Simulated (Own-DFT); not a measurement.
# Strain and stress in 4H SiC, 72 atoms (C36Si36)

The numbers are computed, not measured, by runs of the plane-wave DFT program Own-DFT (in-house, retired, unreviewed) at fixed positions, with no spin and no spin-orbit coupling.

Common settings: PBE; PseudoDojo norm-conserving scalar-relativistic files; cutoff 42 hartree; 4 x 4 x 3 k mesh centred on Gamma; Fermi-Dirac smearing of 0.1 eV.

Limits: forces on such cells passed a denser k mesh, each cell not checked; stress not checked against mesh or cutoff.

Unstrained cell vectors in Å: (9.248, 0.000, 0.000); (-4.624, 8.009, 0.000); (0.000, 0.000, 10.068). The unstrained cell has measured lattice constants (interpolated for alloys), not those of this functional. That, the random moves and any unrelaxed bonds set the pressure at no strain. A uniform strain is put on this cell, atoms riding along. Each atom got a random Gaussian move of width 0.05 Å along each axis. Stress is counted positive in tension, P = -(s_xx + s_yy + s_zz)/3, and strain components are those of the symmetric tensor.

| run | e_xx (%) | e_yy (%) | e_zz (%) | e_yz (%) | e_xz (%) | e_xy (%) | s_xx (GPa) | s_yy (GPa) | s_zz (GPa) | s_yz (GPa) | s_xz (GPa) | s_xy (GPa) | P (GPa) | E (meV/atom) |
|---|---|---|---|---|---|---|---|---|---|---|---|---|---|---|
| 1 | -0.67 | -1.55 | -1.11 | 1.24 | -1.67 | -0.64 | -12.80 | -13.68 | -14.57 | 4.91 | -6.06 | -3.15 | 13.68 | 31.4 |
| 2 | 0.44 | 1.92 | -0.66 | -0.25 | 1.06 | -1.17 | -0.90 | 6.08 | -9.85 | -0.29 | 3.32 | -5.09 | 1.56 | 0.0 |
| 3 | -1.94 | -0.21 | 1.96 | -1.64 | -0.45 | -1.66 | -15.80 | -6.92 | 4.57 | -4.77 | -1.53 | -8.63 | 6.05 | 12.1 |
| 4 | 0.65 | 1.46 | 0.92 | -0.94 | 1.77 | 1.76 | 0.31 | 2.86 | -1.46 | -2.63 | 5.66 | 7.11 | -0.57 | 31.3 |
| 5 | 1.59 | 1.32 | -1.63 | 1.38 | -1.36 | -1.02 | 4.97 | 2.67 | -16.91 | 4.34 | -4.32 | -3.83 | 3.09 | 19.5 |
| 6 | 1.53 | -1.60 | -0.50 | 0.52 | -0.59 | -0.73 | 1.54 | -13.60 | -10.29 | 1.91 | -1.89 | -4.11 | 7.45 | 33.8 |
| 7 | -1.47 | -1.94 | 0.02 | -0.44 | 1.40 | 1.12 | -17.45 | -18.39 | -6.69 | -0.64 | 4.38 | 5.22 | 14.18 | 50.3 |
| 8 | -1.83 | 0.98 | -1.28 | -1.92 | -0.92 | 1.79 | -16.07 | -1.41 | -16.53 | -6.70 | -3.99 | 8.92 | 11.34 | 47.9 |
| 9 | -0.12 | -0.97 | -0.89 | 0.28 | 0.57 | 1.42 | -5.97 | -11.53 | -13.64 | 2.18 | 2.04 | 5.70 | 10.38 | 31.9 |
| 10 | -1.09 | 1.02 | 1.09 | 1.99 | 1.58 | 1.89 | -9.62 | -0.57 | 0.48 | 6.50 | 5.00 | 8.05 | 3.24 | 14.8 |
| 11 | 0.91 | -1.86 | -0.56 | 0.13 | -1.28 | -1.75 | -1.12 | -15.45 | -11.77 | -0.01 | -4.01 | -8.09 | 9.45 | 25.7 |
| 12 | 1.92 | 0.12 | 1.64 | 0.79 | 0.49 | -1.80 | 5.40 | -3.19 | 4.89 | 2.81 | 1.10 | -8.27 | -2.37 | 3.4 |
| 13 | -1.04 | 0.67 | 0.36 | -0.47 | 1.90 | 0.00 | -9.61 | -0.70 | -5.32 | -1.38 | 6.16 | 0.31 | 5.21 | 9.5 |
| 14 | 0.99 | 1.70 | -0.61 | -0.42 | -0.56 | 1.79 | 1.01 | 4.70 | -8.57 | -1.21 | -1.51 | 8.15 | 0.95 | 8.7 |
| 15 | 0.67 | -0.56 | -0.93 | 0.41 | 0.68 | 0.52 | -2.75 | -7.73 | -11.73 | 1.31 | 2.32 | 3.99 | 7.40 | 8.9 |
| 16 | -1.12 | 0.31 | -1.90 | 0.13 | -0.67 | 0.17 | -11.40 | -3.90 | -20.23 | 0.52 | -2.05 | -0.32 | 11.84 | 22.6 |
| 17 | 0.63 | -0.52 | -0.21 | 1.67 | -0.40 | 0.94 | ? | ? | ? | ? | ? | ? | ? | ? |

The last column gives the free energy per atom over the lowest of the runs shown.

## Worked fit

Each stress component was fitted by least squares to a constant and the strains of the runs shown, as fractions, with shears doubled. Shear strains stay in the fit of a normal stress only where such slopes are resolved. The slopes, in GPa:

```
stress,at no strain,per e_xx,per e_yy,per e_zz,scatter
s_xx,-5.4,576 ± 21,114 ± 20,31 ± 23,1.02
s_yy,-5.3,55 ± 15,570 ± 14,9 ± 16,0.72
s_zz,-6.9,47 ± 19,29 ± 18,652 ± 21,0.92
```

The slope of each shear stress on twice its own strain, from a fit on all six strains: yz 164 ± 7, xz 167 ± 6, xy 224 ± 10 GPa. These are stiffnesses along x, y and z of the frame in which the cell vectors are given, with the crystal's c axis along z: C11, C12, C13 and C33. Hexagonal symmetry asks that xx and yy behave alike, which is a second check on the noise. The atoms are held to the strained lattice; where symmetry lets them move under strain, relaxing them would lower some slopes. Slopes across the diagonal should nearly agree, so their difference gauges the noise. A ninth of the table's sum, 231 ± 4 GPa, estimates the bulk modulus near the mean pressure of these runs, 6.4 GPa, so it lies above the value at zero pressure.

## Withheld run

Asked: what normal stresses and pressure should run 17 give?

From the fit: s_xx = -2.4, s_yy = -7.9, s_zz = -8.2 and P = 6.2 GPa. The calculation gave -1.11, -6.29, -8.86 and P = 5.42 GPa.
